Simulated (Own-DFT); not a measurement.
# Shaking the atoms of 3C SiC, 64 atoms (C32Si32)

Calculated results; nothing here was measured. They come from Own-DFT, an in-house plane-wave density functional program, since retired, whose code no person has reviewed. Each row is one single-point run on a periodic cell that was not relaxed, without spin or spin-orbit coupling.

Settings of every run: PBE; PseudoDojo norm-conserving scalar-relativistic files; cutoff 42 hartree; 4 x 4 x 4 k mesh centred on Gamma; Fermi-Dirac smearing of 0.1 eV.

Known limits, some of them of some rows only: some atoms lie very close together; forces on such cells passed a denser k mesh, each cell not checked; stress not checked against mesh or cutoff.

Cell vectors in Å: (8.719, 0.000, 0.000); (0.000, 8.719, 0.000); (0.000, 0.000, 8.719). In each run every atom was moved at random and independently from its ideal site; u is the rms move along one axis. E is the free energy for each atom above the fitted value at u = 0, and F the rms of the force components.

```
run,u (Å),E (meV/atom),F (eV/Å),largest force (eV/Å),P (GPa)
1,0.0283,31.6,0.763,2.04,3.66
2,0.0290,?,?,?,?
3,0.0584,136.5,1.789,6.78,6.21
4,0.0633,152.1,1.886,7.28,6.17
5,0.0910,369.7,3.372,14.03,12.48
6,0.0954,320.8,2.536,7.53,10.19
7,0.1011,398.6,3.261,10.58,12.78
8,0.1500,935.9,6.771,34.83,27.38
```

## Worked fit

For small independent moves the energy grows as E = (3/2) K u², with K the mean stiffness felt by one atom. The runs with u up to 0.11 Å give K = 26.3 ± 1.3 eV/Å², with residuals divided by u² + 0.0006 Å², since the noise grows with the moves. The scatter is 9.9 meV/atom at u = 0.05 Å. The forces follow F = G u with G = 30.8 eV/Å²; no force at u = 0 is resolved. G exceeds K because the moves of its neighbours add to the force on an atom, and stiffness differs between atoms. At u = 0.150 Å the parabola gives 886 meV/atom and the run 936. The pressure follows P = 2.79 + 970 u² GPa: at fixed volume, shortened bonds push harder than stretched ones pull.

## Withheld run

Question: what energy and rms force should run 2 give?

The fit gives 33 ± 5 meV/atom and about 0.89 eV/Å. The calculation gave 36.6 meV/atom and 0.849 eV/Å.
